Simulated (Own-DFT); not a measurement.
Simulation results for SiC (4H silicon carbide, atoms displaced)

Computed with Own-DFT development build. A calculation, not a measurement: plane-wave PBE density functional theory by an unreviewed code, no spin, of a simulated periodic cell, stress positive in tension, free energy of the whole cell less one offset for each atom, forces on such cells passed a denser k mesh, this cell's mesh not checked; offsets are fitted by least squares, one for each functional and potential file, so energies compare only between cells with the same atoms and settings and are not formation energies; the far tail of each file's local potential was reset to the Coulomb form; each entry is a single point on an unrelaxed cell, so the pressure reflects the starting lattice, mostly measured values (interpolated for alloys), from which strain is counted, and rises with the displacements; printed positions are rounded, which can move forces by about a meV/angstrom; the program, named Own-DFT, is a retired in-house code; no spin-orbit coupling.

Common to all runs: functional PBE; potential files PseudoDojo norm-conserving, scalar-relativistic, standard set; wave cutoff 42 hartree; occupations Fermi-Dirac; smearing width 0.1 eV; hardware one NVIDIA H100; k mesh 5 x 5 x 3 centred on Gamma.

(1) SiC (4H silicon carbide, atoms displaced)

```cif
# cell vector a (Å): 6.1654 0.0000 0.0000
# cell vector b (Å): -3.0827 5.3394 0.0000
# cell vector c (Å): 0.0000 0.0000 10.0681
data_SiC
_symmetry_space_group_name_H-M 'P 1'
_symmetry_Int_Tables_number 1
_cell_length_a 6.1654
_cell_length_b 6.1654
_cell_length_c 10.0681
_cell_angle_alpha 90.000
_cell_angle_beta 90.000
_cell_angle_gamma 120.000
_cell_volume 331.44
loop_
_atom_site_label
_atom_site_type_symbol
_atom_site_fract_x
_atom_site_fract_y
_atom_site_fract_z
_atom_site_occupancy
Si1 Si 0.99387 0.99183 0.40814 1
Si2 Si 0.15689 0.32517 0.16127 1
C1 C 0.98873 0.98541 0.09748 1
C2 C 0.16152 0.32723 0.34839 1
Si3 Si 0.99790 0.49948 0.40481 1
Si4 Si 0.17172 0.83850 0.15864 1
C3 C 0.00181 0.50927 0.09232 1
C4 C 0.15722 0.83386 0.34586 1
Si5 Si 0.50497 0.99702 0.40450 1
Si6 Si 0.67103 0.32646 0.15666 1
C5 C 0.50662 0.99624 0.09782 1
C6 C 0.66697 0.32758 0.33753 1
Si7 Si 0.49481 0.49337 0.40800 1
Si8 Si 0.67336 0.84420 0.15567 1
C7 C 0.50210 0.50043 0.08919 1
C8 C 0.67531 0.82959 0.33888 1
Si9 Si 0.99442 0.00425 0.91038 1
Si10 Si 0.82967 0.66728 0.65201 1
C9 C 0.00696 0.00496 0.59351 1
C10 C 0.83100 0.66144 0.84169 1
Si11 Si 0.00077 0.50759 0.90701 1
Si12 Si 0.83691 0.16586 0.65345 1
C11 C 0.01041 0.51749 0.59530 1
C12 C 0.83619 0.16279 0.84401 1
Si13 Si 0.49576 0.99337 0.90614 1
Si14 Si 0.32209 0.66536 0.65820 1
C13 C 0.50356 0.99644 0.59595 1
C14 C 0.33224 0.67129 0.84259 1
Si15 Si 0.50268 0.50470 0.90932 1
Si16 Si 0.34154 0.17476 0.65482 1
C15 C 0.51100 0.50184 0.59230 1
C16 C 0.32918 0.16260 0.84039 1
```

* free energy of cell above offsets: -4.428 eV
* pressure: 3.99 GPa
* stress xx: -4.33 GPa
* stress yy: -2.06 GPa
* stress zz: -5.57 GPa
* stress yz: -0.01 GPa
* stress xz: -0.78 GPa
* stress xy: -0.49 GPa
* wall time: 123.1 s

Force:
```tsv
element	x (eV/Å)	y (eV/Å)	z (eV/Å)
Si	0.109	0.871	0.167
Si	0.831	1.008	-1.282
C	1.205	2.15	-0.777
C	0.005	0.305	-0.255
Si	0.009	0.141	0.361
Si	-0.201	-0.648	0.072
C	0.708	-0.937	0.712
C	1.893	-0.212	-0.272
Si	-0.465	-0.346	0.281
Si	-1.084	1.387	-1.286
C	-1.407	0.55	-1.14
C	-0.337	0.139	1.907
Si	0.646	0.339	-1.116
Si	0.045	-2.952	0.249
C	-0.394	-0.47	2.07
C	-1.535	-0.462	1.29
Si	1.447	-0.993	-1.006
Si	0.969	1.009	1.424
C	-0.264	-0.225	-0.21
C	-0.577	0.952	0.245
Si	0.269	-0.983	-0.474
Si	-0.09	0.589	0.763
C	-1.054	-2.367	-1.136
C	-1.188	0.889	0.126
Si	0.037	1.286	-0.208
Si	2.28	0.804	-0.094
C	-0.26	0.552	-0.926
C	0.336	-0.922	0.534
Si	-0.154	-0.913	-1.497
Si	0.121	-1.027	0.243
C	-1.919	-0.082	-0.109
C	0.017	0.567	1.344
```

(2) SiC (4H silicon carbide, atoms displaced)

```cif
# cell vector a (Å): 6.1654 0.0000 0.0000
# cell vector b (Å): -3.0827 5.3394 0.0000
# cell vector c (Å): 0.0000 0.0000 10.0681
data_SiC
_symmetry_space_group_name_H-M 'P 1'
_symmetry_Int_Tables_number 1
_cell_length_a 6.1654
_cell_length_b 6.1654
_cell_length_c 10.0681
_cell_angle_alpha 90.000
_cell_angle_beta 90.000
_cell_angle_gamma 120.000
_cell_volume 331.44
loop_
_atom_site_label
_atom_site_type_symbol
_atom_site_fract_x
_atom_site_fract_y
_atom_site_fract_z
_atom_site_occupancy
Si1 Si 0.99029 0.99978 0.40503 1
Si2 Si 0.16750 0.33393 0.15783 1
C1 C 0.99796 0.99672 0.09282 1
C2 C 0.17500 0.33697 0.34370 1
Si3 Si 0.99951 0.51283 0.40478 1
Si4 Si 0.16444 0.81994 0.15346 1
C3 C 0.00868 0.50009 0.09889 1
C4 C 0.16781 0.83612 0.34523 1
Si5 Si 0.49529 0.99487 0.40402 1
Si6 Si 0.66878 0.33916 0.15888 1
C5 C 0.50196 0.00369 0.09553 1
C6 C 0.67364 0.34938 0.34253 1
Si7 Si 0.49949 0.49330 0.40549 1
Si8 Si 0.66860 0.83537 0.16148 1
C7 C 0.50254 0.49929 0.09548 1
C8 C 0.66247 0.83210 0.34557 1
Si9 Si 0.99487 0.99792 0.90205 1
Si10 Si 0.83157 0.66086 0.65730 1
C9 C 0.98709 0.99946 0.59244 1
C10 C 0.82846 0.65790 0.84190 1
Si11 Si 0.00068 0.50034 0.90852 1
Si12 Si 0.83058 0.16146 0.65523 1
C11 C 0.99502 0.49427 0.59604 1
C12 C 0.83738 0.17725 0.84169 1
Si13 Si 0.49435 0.99470 0.90168 1
Si14 Si 0.32829 0.67185 0.66117 1
C13 C 0.49977 0.00356 0.59482 1
C14 C 0.33213 0.65807 0.84789 1
Si15 Si 0.49745 0.49848 0.90377 1
Si16 Si 0.33671 0.17609 0.65659 1
C15 C 0.49928 0.49783 0.59539 1
C16 C 0.33254 0.16474 0.84435 1
```

- free energy of cell above offsets: -4.848 eV
- pressure: 3.66 GPa
- stress xx: -4.01 GPa
- stress yy: -3.35 GPa
- stress zz: -3.61 GPa
- stress yz: -0.3 GPa
- stress xz: -0.32 GPa
- stress xy: 0.3 GPa
- wall time: 120 s

Force:
```tsv
element	x (eV/Å)	y (eV/Å)	z (eV/Å)
Si	0.985	0.542	0.234
Si	1.094	-0.783	-0.191
C	0.241	-0.032	0.056
C	-1.503	-0.367	0.351
Si	1.408	-1.218	0.843
Si	-0.414	2.512	0.712
C	-1.112	-0.946	-1.303
C	-0.659	0.392	-0.545
Si	0.058	1.234	0.634
Si	0.164	-0.557	-0.794
C	0.16	-0.316	-0.391
C	0.536	-1.877	0.505
Si	-0.745	1.043	0.832
Si	-0.175	-0.184	-1.477
C	-0.391	0.465	-0.562
C	0	-0.187	0.127
Si	0.035	-0.007	0.711
Si	-0.358	0.444	-0.605
C	1.873	-0.49	0.198
C	0.075	0.9	0.706
Si	-0.211	-0.134	0.193
Si	-0.639	0.824	0.193
C	0.219	0.709	-0.692
C	-0.113	-1.485	0.406
Si	0.755	0.788	1.324
Si	0.69	-0.773	-1.125
C	-0.455	-0.359	-0.239
C	-0.78	0.98	-0.545
Si	0.856	-0.516	1.279
Si	-0.574	-1.343	-0.248
C	-0.574	0.926	-0.337
C	-0.443	-0.184	-0.247
```

(3) SiC (4H silicon carbide, atoms displaced)

```cif
# cell vector a (Å): 6.1654 0.0000 0.0000
# cell vector b (Å): -3.0827 5.3394 0.0000
# cell vector c (Å): 0.0000 0.0000 10.0681
data_SiC
_symmetry_space_group_name_H-M 'P 1'
_symmetry_Int_Tables_number 1
_cell_length_a 6.1654
_cell_length_b 6.1654
_cell_length_c 10.0681
_cell_angle_alpha 90.000
_cell_angle_beta 90.000
_cell_angle_gamma 120.000
_cell_volume 331.44
loop_
_atom_site_label
_atom_site_type_symbol
_atom_site_fract_x
_atom_site_fract_y
_atom_site_fract_z
_atom_site_occupancy
Si1 Si 0.00628 0.00757 0.40490 1
Si2 Si 0.16053 0.33663 0.15789 1
C1 C 0.99702 0.99936 0.09471 1
C2 C 0.16034 0.32901 0.34826 1
Si3 Si 0.00801 0.50052 0.41031 1
Si4 Si 0.16003 0.83030 0.15384 1
C3 C 0.00078 0.49830 0.09019 1
C4 C 0.16705 0.82762 0.34010 1
Si5 Si 0.50357 0.01015 0.40641 1
Si6 Si 0.66630 0.34395 0.15576 1
C5 C 0.49421 0.99994 0.09802 1
C6 C 0.67348 0.33403 0.34479 1
Si7 Si 0.50630 0.50470 0.40386 1
Si8 Si 0.66443 0.82760 0.15642 1
C7 C 0.50717 0.50423 0.09668 1
C8 C 0.66478 0.83665 0.34970 1
Si9 Si 0.99015 0.99594 0.90481 1
Si10 Si 0.83513 0.66487 0.65311 1
C9 C 0.01114 0.00403 0.59503 1
C10 C 0.82822 0.65489 0.84490 1
Si11 Si 0.99871 0.49880 0.90646 1
Si12 Si 0.83263 0.16180 0.65109 1
C11 C 0.00217 0.50539 0.59166 1
C12 C 0.83443 0.16725 0.84582 1
Si13 Si 0.49953 0.99330 0.90871 1
Si14 Si 0.33896 0.66277 0.65854 1
C13 C 0.51597 0.01135 0.59487 1
C14 C 0.33759 0.66492 0.84124 1
Si15 Si 0.49936 0.50172 0.90610 1
Si16 Si 0.33629 0.18133 0.65950 1
C15 C 0.49621 0.49743 0.59635 1
C16 C 0.32687 0.16268 0.84515 1
```

* free energy of cell above offsets: -4.802 eV
* pressure: 3.73 GPa
* stress xx: -3.63 GPa
* stress yy: -3.84 GPa
* stress zz: -3.74 GPa
* stress yz: 0.51 GPa
* stress xz: -0.47 GPa
* stress xy: 0.77 GPa
* wall time: 118.5 s

Force:
```tsv
element	x (eV/Å)	y (eV/Å)	z (eV/Å)
Si	0.165	-1.839	0.489
Si	1.006	-0.598	0.004
C	-0.191	0.185	-0.24
C	1.113	1.149	-1.028
Si	-0.946	0.468	-0.926
Si	0.457	0.3	0.308
C	-0.622	0.345	0.584
C	-0.332	0.772	0.89
Si	-0.049	-1.171	0.152
Si	1.347	-1.615	0.384
C	0.604	0.073	-0.702
C	-0.514	0.975	-0.252
Si	-0.338	-0.484	0.752
Si	-0.58	1.473	0.886
C	-1.697	-0.403	-0.727
C	0.62	0.065	-0.924
Si	0.957	-0.087	0.289
Si	-0.19	0.4	0.751
C	-0.67	-0.406	-0.518
C	-0.187	1.093	-0.457
Si	0.528	-0.242	-0.594
Si	0.891	1.216	1.348
C	0.849	-0.541	0.953
C	-0.446	-0.267	-0.744
Si	-0.633	0.925	-0.246
Si	-1.116	1.399	-0.982
C	-2.134	-1.291	-0.298
C	-0.702	-0.01	1.093
Si	0.33	-1.068	0.265
Si	1.356	-2.028	0.097
C	0.797	1.049	-1.18
C	0.325	0.163	0.574
```

(4) SiC (4H silicon carbide, atoms displaced)

```cif
# cell vector a (Å): 6.1654 0.0000 0.0000
# cell vector b (Å): -3.0827 5.3394 0.0000
# cell vector c (Å): 0.0000 0.0000 10.0681
data_SiC
_symmetry_space_group_name_H-M 'P 1'
_symmetry_Int_Tables_number 1
_cell_length_a 6.1654
_cell_length_b 6.1654
_cell_length_c 10.0681
_cell_angle_alpha 90.000
_cell_angle_beta 90.000
_cell_angle_gamma 120.000
_cell_volume 331.44
loop_
_atom_site_label
_atom_site_type_symbol
_atom_site_fract_x
_atom_site_fract_y
_atom_site_fract_z
_atom_site_occupancy
Si1 Si 0.00005 0.00227 0.40621 1
Si2 Si 0.15902 0.33416 0.15603 1
C1 C 0.99997 0.99599 0.09334 1
C2 C 0.15848 0.32509 0.34321 1
Si3 Si 0.00306 0.49732 0.40789 1
Si4 Si 0.15689 0.82528 0.15533 1
C3 C 0.00134 0.49822 0.09346 1
C4 C 0.16463 0.82314 0.34655 1
Si5 Si 0.49391 0.00140 0.40437 1
Si6 Si 0.66947 0.34124 0.15550 1
C5 C 0.50533 0.99966 0.09373 1
C6 C 0.66378 0.33110 0.34646 1
Si7 Si 0.49552 0.49573 0.40600 1
Si8 Si 0.67042 0.83489 0.15785 1
C7 C 0.50167 0.49878 0.09523 1
C8 C 0.65760 0.82953 0.34288 1
Si9 Si 0.99551 0.99511 0.90709 1
Si10 Si 0.83299 0.66618 0.65515 1
C9 C 0.00065 0.00165 0.59750 1
C10 C 0.83433 0.66912 0.84301 1
Si11 Si 0.00973 0.50096 0.91029 1
Si12 Si 0.84029 0.17028 0.65779 1
C11 C 0.99947 0.50255 0.58880 1
C12 C 0.82263 0.16185 0.84046 1
Si13 Si 0.50667 0.00313 0.90782 1
Si14 Si 0.33822 0.67032 0.65895 1
C13 C 0.49669 0.99948 0.59407 1
C14 C 0.34661 0.66247 0.84156 1
Si15 Si 0.49536 0.49713 0.90648 1
Si16 Si 0.33775 0.15998 0.65567 1
C15 C 0.50733 0.50841 0.59046 1
C16 C 0.34007 0.16669 0.85134 1
```

* free energy of cell above offsets: -4.860 eV
* pressure: 3.71 GPa
* stress xx: -2.97 GPa
* stress yy: -3.11 GPa
* stress zz: -5.05 GPa
* stress yz: 0.52 GPa
* stress xz: -0.04 GPa
* stress xy: 1.41 GPa
* wall time: 119.9 s

Force:
```tsv
element	x (eV/Å)	y (eV/Å)	z (eV/Å)
Si	-0.288	-1.396	0.363
Si	1.736	-0.653	0.226
C	-0.466	0.45	0.17
C	0.427	0.672	-0.015
Si	-0.794	-0.392	-0.484
Si	1.427	1.21	0.525
C	-0.504	0.134	0.066
C	-1.007	0.857	-0.821
Si	0.831	-0.507	0.406
Si	-0.032	-1.502	0.497
C	-0.657	0.048	0.285
C	0.234	0.486	-0.675
Si	0.018	0.473	-0.277
Si	-0.541	-0.353	-0.23
C	-0.924	0.4	-0.251
C	0.699	0.347	0.6
Si	0.253	0.541	-0.567
Si	0.228	0.198	0.078
C	0.437	0.061	-0.776
C	0.626	-0.821	0.493
Si	-0.898	-0.114	-1.871
Si	-0.908	-0.021	-0.884
C	0.708	-0.165	1.749
C	1.807	1.134	1.212
Si	-0.529	-0.828	0.189
Si	-0.176	-0.526	-1.315
C	1.18	-0.022	-0.311
C	-2.106	0.692	0.94
Si	1.81	-0.079	0.456
Si	-1.075	1.385	0.822
C	-0.536	-1.174	0.721
C	-0.982	-0.536	-1.319
```

(5) SiC (4H silicon carbide, atoms displaced)

```cif
# cell vector a (Å): 6.1654 0.0000 0.0000
# cell vector b (Å): -3.0827 5.3394 0.0000
# cell vector c (Å): 0.0000 0.0000 10.0681
data_SiC
_symmetry_space_group_name_H-M 'P 1'
_symmetry_Int_Tables_number 1
_cell_length_a 6.1654
_cell_length_b 6.1654
_cell_length_c 10.0681
_cell_angle_alpha 90.000
_cell_angle_beta 90.000
_cell_angle_gamma 120.000
_cell_volume 331.44
loop_
_atom_site_label
_atom_site_type_symbol
_atom_site_fract_x
_atom_site_fract_y
_atom_site_fract_z
_atom_site_occupancy
Si1 Si 0.00375 0.00060 0.40892 1
Si2 Si 0.16703 0.33508 0.15926 1
C1 C 0.00435 0.99949 0.09741 1
C2 C 0.17173 0.33661 0.34461 1
Si3 Si 0.00202 0.50084 0.40663 1
Si4 Si 0.16116 0.83436 0.15406 1
C3 C 0.00884 0.50880 0.09615 1
C4 C 0.16381 0.84015 0.34455 1
Si5 Si 0.50359 0.00744 0.40827 1
Si6 Si 0.66998 0.33116 0.15523 1
C5 C 0.50636 0.00146 0.09489 1
C6 C 0.66500 0.32571 0.33755 1
Si7 Si 0.50577 0.50845 0.40437 1
Si8 Si 0.66806 0.83461 0.15939 1
C7 C 0.50948 0.49715 0.10168 1
C8 C 0.66850 0.83743 0.34530 1
Si9 Si 0.99356 0.00275 0.90515 1
Si10 Si 0.82480 0.65374 0.65894 1
C9 C 0.00207 0.00530 0.59809 1
C10 C 0.82986 0.66513 0.84379 1
Si11 Si 0.99242 0.48957 0.90790 1
Si12 Si 0.82878 0.16011 0.65544 1
C11 C 0.99810 0.50184 0.58852 1
C12 C 0.83314 0.16934 0.84159 1
Si13 Si 0.50559 0.99998 0.90345 1
Si14 Si 0.34529 0.67043 0.65112 1
C13 C 0.50276 0.00805 0.59351 1
C14 C 0.32863 0.66599 0.84374 1
Si15 Si 0.49969 0.50667 0.90482 1
Si16 Si 0.32379 0.15781 0.65860 1
C15 C 0.49726 0.50228 0.59798 1
C16 C 0.33232 0.16021 0.84136 1
```

* free energy of cell above offsets: -4.779 eV
* pressure: 3.72 GPa
* stress xx: -4.04 GPa
* stress yy: -2.63 GPa
* stress zz: -4.5 GPa
* stress yz: -0.34 GPa
* stress xz: -0.14 GPa
* stress xy: 1.11 GPa
* wall time: 125.4 s

Force:
```tsv
element	x (eV/Å)	y (eV/Å)	z (eV/Å)
Si	-0.722	0.575	0.017
Si	0.833	0.085	-0.247
C	-1.393	0.706	-1.182
C	-0.308	-0.048	0.55
Si	-0.42	0.065	-1.04
Si	1.556	0.589	0.871
C	-0.245	-1.306	-0.665
C	1.106	-0.771	-0.03
Si	-0.303	-0.699	-0.824
Si	0.38	-0.026	-0.035
C	-0.447	-0.399	-0.761
C	0.008	1.368	1.706
Si	0.334	-1.002	0.279
Si	0.285	-0.218	-0.289
C	-1.533	0.569	-1.698
C	0.062	0.323	0.522
Si	1.475	-0.512	0.42
Si	0.437	1.336	-0.586
C	-0.349	-1.571	-0.717
C	0.242	-0.005	0.578
Si	0.076	1.837	-0.076
Si	0.225	1.527	-0.353
C	0.585	-0.376	1.415
C	0.066	-0.5	0.205
Si	-1.139	-0.358	0.855
Si	-2.305	0.006	1.027
C	-0.037	-0.729	0.024
C	0.192	-0.043	-0.348
Si	0.276	-1.224	0.813
Si	0.481	1.199	-0.261
C	1.073	-1.107	-1.399
C	-0.491	0.71	1.228
```
